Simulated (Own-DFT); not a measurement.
# How strain changes the stress of wurtzite GaN, 96 atoms (Ga48N48)

No measurement is shown. These are fixed-geometry runs of a retired plane-wave code named Own-DFT, which no person has reviewed; spin and spin-orbit coupling are neglected.

Settings: PBE; PseudoDojo norm-conserving scalar-relativistic files; cutoff 42 hartree; 3 x 4 x 3 k mesh centred on Gamma; Fermi-Dirac smearing of 0.1 eV.

Known weak points: forces on such cells passed a denser k mesh, each cell not checked; stress not checked against mesh or cutoff.

Unstrained cell vectors in Å: (12.756, 0.000, 0.000); (-4.783, 8.285, 0.000); (0.000, 0.000, 10.370). The unstrained cell has measured lattice constants (interpolated for alloys), not those of this functional. That, the random moves and any unrelaxed bonds set the pressure at no strain. The cell is deformed uniformly in each run, and the atoms keep their fractional places. Each atom got a random Gaussian move of width 0.05 Å along each axis. Stress is counted positive in tension, P = -(s_xx + s_yy + s_zz)/3, and strain components are those of the symmetric tensor.

```
run  e_xx (%)  e_yy (%)  e_zz (%)  e_yz (%)  e_xz (%)  e_xy (%)  s_xx (GPa)  s_yy (GPa)  s_zz (GPa)  s_yz (GPa)  s_xz (GPa)  s_xy (GPa)  P (GPa)  E (meV/atom)
  1      1.98      0.76      1.56     -0.59     -0.45     -0.65        2.84       -1.64       -0.64       -1.26       -0.66       -1.56    -0.19           0.0
  2     -1.16     -1.28      1.91      1.70     -0.64     -0.85      -13.37      -12.21       -2.00        2.50       -1.03       -3.29     9.19          33.2
  3     -1.69      0.63     -0.46      1.37      1.18      1.60      -16.65       -6.32       -9.59        2.83        2.42        5.14    10.85          22.9
  4     -0.96     -0.30     -0.96     -0.41     -0.12      0.63      -14.21       -9.72      -11.55       -1.18        0.18        1.60    11.83          14.1
  5     -1.58     -0.82      1.72     -0.12     -1.91     -0.15      -11.87      -13.28       -2.86       -1.38       -4.45       -0.29     9.34          24.7
  6     -0.49     -0.07      1.76      1.56      1.60      0.46       -8.40       -6.59       -1.55        3.04        3.41        1.04     5.51          10.8
  7     -0.29     -1.29     -1.69      1.31     -1.24     -1.42      -13.61      -13.94      -17.46        3.48       -2.83       -3.63    15.01          46.7
  8     -1.16      0.23     -0.60      1.70     -0.36     -1.39      -12.17       -9.29      -12.25        3.94       -1.07       -5.11    11.24          33.4
  9     -1.38     -1.74      0.02      1.48      0.31      0.08      -17.62      -17.35       -8.79        1.97        1.15        0.10    14.59          41.0
 10      1.66      0.21      0.46     -1.53      1.85     -1.36       -2.01       -3.92       -5.10       -3.49        4.41       -3.48     3.68          14.0
 11      1.89      0.69      1.67     -0.39     -0.28      1.22       -0.30       -0.59        0.93       -0.68       -0.80        3.46    -0.01           5.6
 12      0.10      0.22     -0.63      1.97     -0.22      0.99       -7.65       -7.50       -9.23        4.74       -0.43        2.60     8.13           9.9
 13     -1.31      1.19     -1.79     -0.41      0.83      0.90      -13.27       -6.93      -16.26       -1.81        3.06        2.70    12.15          42.4
 14      1.20     -0.61      1.60      0.20      1.17      1.59       -2.21       -7.35       -0.40        0.14        2.16        4.06     3.32           1.0
 15      1.26     -1.98      0.25     -1.02     -0.03      0.39       -4.88      -14.23       -7.57       -2.79        0.05        2.01     8.89          17.6
 16     -0.88     -0.44      0.99     -1.10      1.12      1.83           ?           ?           ?           ?           ?           ?        ?             ?
```

E is the free energy for each atom above the lowest run shown.

## Worked fit

Each stress component was fitted by least squares to a constant and the strains of the runs shown, as fractions, with shears doubled. Shear strains stay in the fit of a normal stress only where such slopes are resolved. The slopes, in GPa:

```
stress  at no strain  per e_xx  per e_yy  per e_zz  scatter
  s_xx          -8.5  390 ± 29  128 ± 38  114 ± 30     1.35
  s_yy          -7.7  133 ± 21  409 ± 27   72 ± 21     0.97
  s_zz          -8.0   60 ± 22   61 ± 28  416 ± 22     1.00
```

The slope of each shear stress on twice its own strain, from a fit on all six strains: yz 125 ± 5, xz 114 ± 6, xy 148 ± 7 GPa. These are stiffnesses along x, y and z of the frame in which the cell vectors are given, with the crystal's c axis along z: C11, C12, C13 and C33. Hexagonal symmetry asks that xx and yy behave alike, which is a second check on the noise. No internal relaxation is included, and where it is allowed it would reduce some of the slopes. Symmetry asks for nearly equal slopes across the diagonal; the mismatch is a measure of noise. A ninth of the table's sum, 198 ± 4 GPa, estimates the bulk modulus near the mean pressure of these runs, 8.2 GPa, so it lies above the value at zero pressure.

## Prediction

Q: what normal stresses and pressure should run 16 give?

The fitted form gives s_xx = -11.4, s_yy = -9.9, s_zz = -4.7 and P = 8.7 GPa. Computed: -10.29, -9.63, -5.48 and P = 8.47 GPa.
